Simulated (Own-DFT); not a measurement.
Simulation results for SiC (4H silicon carbide, atoms displaced)

A calculation, not a measurement: plane-wave PBE density functional theory by an unreviewed code, no spin, of a simulated periodic cell, stress positive in tension, free energy of the whole cell less one offset for each atom, forces on such cells passed a denser k mesh, this cell's mesh not checked; offsets are fitted by least squares, one for each functional and potential file, so energies compare only between cells with the same atoms and settings and are not formation energies; the far tail of each file's local potential was reset to the Coulomb form; each entry is a single point on an unrelaxed cell, so the pressure reflects the starting lattice, mostly measured values (interpolated for alloys), from which strain is counted, and rises with the displacements; printed positions are rounded, which can move forces by about a meV/angstrom; the program, named Own-DFT, is a retired in-house code; no spin-orbit coupling. Program: Own-DFT development build.

SiC (4H silicon carbide, atoms displaced)

```
SiC
1.0
      6.1654     0.0000     0.0000
     -3.0827     5.3394     0.0000
      0.0000     0.0000    10.0681
Si C Si C Si C Si C Si C Si C Si C Si C
2 2 2 2 2 2 2 2 2 2 2 2 2 2 2 2
Direct
  0.99159 0.00118 0.40884
  0.16733 0.33950 0.15844
  0.00385 0.00365 0.09535
  0.15284 0.32251 0.34548
  0.99180 0.48215 0.40800
  0.17399 0.84047 0.15781
  0.00411 0.49659 0.08974
  0.15662 0.82221 0.34635
  0.50720 0.01259 0.41521
  0.67304 0.32380 0.15683
  0.46701 0.98118 0.08423
  0.67864 0.34654 0.33626
  0.47105 0.47591 0.40228
  0.66256 0.82037 0.14693
  0.50809 0.50811 0.08452
  0.66585 0.83519 0.34886
  0.99739 0.02628 0.90640
  0.82354 0.66195 0.66056
  0.99478 0.99223 0.59176
  0.83405 0.67530 0.85386
  0.98607 0.50330 0.90327
  0.84297 0.16198 0.65747
  0.01228 0.50069 0.59117
  0.84935 0.18545 0.83642
  0.49013 0.99522 0.90586
  0.33774 0.67451 0.66574
  0.50805 0.00195 0.59114
  0.33818 0.66837 0.83723
  0.48471 0.48215 0.91935
  0.31204 0.15395 0.66358
  0.51071 0.50341 0.60473
  0.32178 0.16288 0.84883
```

It was run with functional PBE, potential files PseudoDojo norm-conserving, scalar-relativistic, standard set, wave cutoff 42 hartree, occupations Fermi-Dirac, smearing width 0.1 eV, hardware one NVIDIA H100 and k mesh 5 x 5 x 3 centred on Gamma.

The calculation gives: free energy of cell above offsets -1.550 eV; pressure 6.07 GPa; stress xx -4.4 GPa; stress yy -2.34 GPa; stress zz -11.46 GPa; stress yz -0.78 GPa; stress xz -0.81 GPa; stress xy -0.79 GPa; wall time 122.8 s.

Force:
```tsv
element	x (eV/Å)	y (eV/Å)	z (eV/Å)
Si	1.176	-2.346	-0.885
Si	0.433	-0.881	-0.716
C	-0.844	0.494	-0.346
C	0.243	0.052	-0.843
Si	-0.349	2.918	0.233
Si	-2.628	-2.134	0.972
C	-0.732	0.24	0.504
C	0.702	1.335	0.142
Si	-0.557	-1.616	-3.008
Si	-0.805	0.164	-1.729
C	4.376	2.335	1.224
C	-1.647	-1.878	1.656
Si	2.629	3.291	1.943
Si	-0.513	2.526	2.204
C	-0.048	-2.299	5.489
C	-1.159	-1.169	-1.306
Si	1.533	-2.933	1.277
Si	2.233	0.032	0.318
C	0.138	-0.063	0.891
C	-1.469	0.213	-1.173
Si	2.071	1.142	0.266
Si	-1.483	1.187	-1.448
C	-1.027	-0.405	1.173
C	-2.437	-1.051	1.616
Si	0.382	0.026	-1.538
Si	0.769	-0.744	-4.069
C	-0.898	0.407	2.862
C	-0.733	-0.315	3.984
Si	0.337	1.996	-6.231
Si	2.264	1.734	-1.057
C	-2.667	-2.155	-2.067
C	0.71	-0.104	-0.339
```
